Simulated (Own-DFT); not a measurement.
# Computed records: In31GaP32 (zincblende with substituted atoms, atoms displaced)

All values are calculated (Own-DFT development build). A calculation, not a measurement: plane-wave PBE density functional theory by an unreviewed code, no spin, of a simulated periodic cell, stress positive in tension, free energy of the whole cell less one offset for each atom, not probed for a lower state with spin; forces on such cells moved up to 12 meV/angstrom on a denser k mesh; offsets are fitted by least squares, one for each functional and potential file, so energies compare only between cells with the same atoms and settings and are not formation energies; the far tail of each file's local potential was reset to the Coulomb form; each entry is a single point on an unrelaxed cell, so the pressure reflects the starting lattice, mostly measured values (interpolated for alloys), from which strain is counted, and rises with the displacements; printed positions are rounded, which can move forces by about a meV/angstrom; the program, named Own-DFT, is a retired in-house code; no spin-orbit coupling; before rounding, a Quantum ESPRESSO 7.3.1 run of the same cell and cutoff gave forces within 1 meV/angstrom rms on each cell, which checks the program and not the settings.

### In31GaP32 (zincblende with substituted atoms, atoms displaced)

```
cell vectors (Å)
  11.7374     0.0000     0.0000
   0.0000    11.7374     0.0000
   0.0000     0.0000    11.7374
atoms (fractions of the cell vectors)
In  0.00141  0.00127  0.00229
In  0.00060  0.25466  0.25175
In  0.24672  0.00307  0.25184
In  0.25282  0.25274  0.99795
P   0.12221  0.12733  0.12167
P   0.12225  0.36700  0.37774
P   0.37829  0.12238  0.37469
P   0.37582  0.37853  0.12521
In  0.00329  0.00084  0.49542
In  0.99954  0.25236  0.75051
In  0.25572  0.00657  0.75178
In  0.25052  0.25061  0.49938
P   0.12529  0.12521  0.63270
P   0.12810  0.37605  0.87627
P   0.37497  0.12741  0.87116
P   0.37455  0.37530  0.62447
In  0.99700  0.50320  0.99889
In  0.00031  0.75337  0.25132
In  0.24979  0.50056  0.24776
In  0.25514  0.74558  0.00136
P   0.12343  0.62650  0.12403
P   0.12245  0.87720  0.37663
P   0.37679  0.62842  0.37297
P   0.37438  0.87636  0.12824
In  0.99745  0.50032  0.49610
In  0.99537  0.74736  0.74696
In  0.25351  0.49959  0.75163
In  0.24574  0.74983  0.49514
P   0.12550  0.62280  0.62739
P   0.12175  0.87565  0.87454
P   0.37185  0.62899  0.87196
P   0.37315  0.86980  0.62418
In  0.50089  0.00348  0.00078
In  0.50078  0.24850  0.24654
In  0.74724  0.00015  0.25459
In  0.75092  0.25070  0.00177
P   0.62361  0.12856  0.12088
P   0.62799  0.37359  0.37441
P   0.87561  0.12731  0.37133
P   0.87268  0.37773  0.12314
In  0.49946  0.99816  0.49813
In  0.49867  0.24841  0.74870
Ga  0.75040  0.99872  0.74998
In  0.74478  0.25124  0.50135
P   0.62302  0.11806  0.62276
P   0.62140  0.37444  0.87714
P   0.87480  0.12833  0.87427
P   0.87637  0.37746  0.62930
In  0.49876  0.49779  0.00547
In  0.49866  0.75156  0.25017
In  0.74956  0.49607  0.24731
In  0.75378  0.74884  0.99900
P   0.62270  0.62286  0.12762
P   0.62485  0.88025  0.37861
P   0.87779  0.62493  0.37341
P   0.87377  0.87478  0.12238
In  0.49806  0.50130  0.50114
In  0.50183  0.75275  0.75149
In  0.74995  0.50331  0.74845
In  0.74603  0.75260  0.49949
P   0.62482  0.62465  0.62360
P   0.61992  0.87042  0.87105
P   0.87334  0.62555  0.87932
P   0.87511  0.87302  0.62625
```

```
functional                        : PBE
potential files                   : PseudoDojo norm-conserving, scalar-relativistic, standard set
wave cutoff                       : 42 hartree
occupations                       : Fermi-Dirac
smearing width                    : 0.1 eV
k mesh                            : 3 x 3 x 3 centred on Gamma
free energy of cell above offsets : -34.471 eV
pressure                          : 2.95 GPa
stress xx                         : -2.96 GPa
stress yy                         : -2.94 GPa
stress zz                         : -2.94 GPa
stress yz                         : -0.17 GPa
stress xz                         : -0.18 GPa
stress xy                         : 0.02 GPa
```

Force:
| element | x (eV/Å) | y (eV/Å) | z (eV/Å) |
| --- | --- | --- | --- |
| In | -0.295 | -0.17 | -0.519 |
| In | -0.365 | -0.392 | -0.712 |
| In | 0.017 | 0.012 | -0.268 |
| In | -0.095 | -0.182 | 0.242 |
| P | 0.432 | 0.314 | 0.419 |
| P | 0.523 | 1.141 | -0.159 |
| P | -0.342 | 0.446 | -0.066 |
| P | -0.323 | -0.642 | 0.29 |
| In | -0.552 | 0.459 | 0.877 |
| In | 0.149 | 0.037 | 0.187 |
| In | -0.579 | -1.186 | -0.199 |
| In | 0.068 | -0.569 | 0.347 |
| P | -0.03 | 0.079 | -0.917 |
| P | -0.431 | 0.188 | -0.025 |
| P | 0.357 | 0.07 | 0.826 |
| P | 0.09 | -0.055 | -0.053 |
| In | 0.458 | -0.351 | 0.096 |
| In | -0.117 | -0.125 | -0.31 |
| In | -0.353 | -0.036 | 0.449 |
| In | -0.675 | 0.784 | -0.072 |
| P | 0.035 | -0.056 | 0.221 |
| P | 0.348 | -0.163 | -0.458 |
| P | -0.38 | -0.429 | 0.176 |
| P | -0.051 | 0.212 | -0.289 |
| In | 0.342 | -0.11 | 0.501 |
| In | 0.47 | 0.086 | 0.455 |
| In | -0.288 | 0.011 | -0.142 |
| In | 0.138 | -0.222 | 0.508 |
| P | -0.107 | -0.058 | -0.439 |
| P | 0.522 | -0.183 | -0.026 |
| P | 0.862 | -0.585 | 0.293 |
| P | -0.049 | 0.505 | -0.1 |
| In | -0.245 | -0.421 | -0.317 |
| In | -0.105 | 0.253 | 0.33 |
| In | 0.24 | 0.182 | -0.714 |
| In | -0.066 | 0.104 | -0.469 |
| P | 0.38 | -0.458 | 0.467 |
| P | -0.69 | 0.222 | -0.023 |
| P | -0.151 | 0.034 | 0.472 |
| P | 0.507 | -0.283 | 0.047 |
| In | -0.512 | -0.198 | 0.539 |
| In | 0.48 | 0.148 | -0.208 |
| Ga | -0.023 | -0.039 | 0.011 |
| In | 0.648 | -0.295 | 0.321 |
| P | 0.74 | -0.002 | 0.925 |
| P | 0.277 | 0.146 | -0.302 |
| P | -0.623 | -0.922 | -0.38 |
| P | -0.307 | -0.151 | -0.567 |
| In | 0.047 | 0.605 | -0.853 |
| In | 0.46 | 0.239 | 0.01 |
| In | 0.043 | 0.523 | 0.362 |
| In | -0.872 | 0.176 | 0.249 |
| P | 0.296 | 0.438 | -0.163 |
| P | -0.135 | -0.739 | -0.552 |
| P | -0.672 | 0.201 | -0.11 |
| P | -0.098 | 0.312 | 0.509 |
| In | 0.173 | -0.141 | -0.303 |
| In | -0.523 | -0.655 | -0.712 |
| In | -0.216 | -0.28 | 0.452 |
| In | 0.464 | -0.258 | 0.01 |
| P | -0.149 | 0.179 | 0.1 |
| P | 1.447 | 1.367 | 0.449 |
| P | 0.074 | -0.138 | -0.776 |
| P | -0.671 | 1.019 | 0.066 |
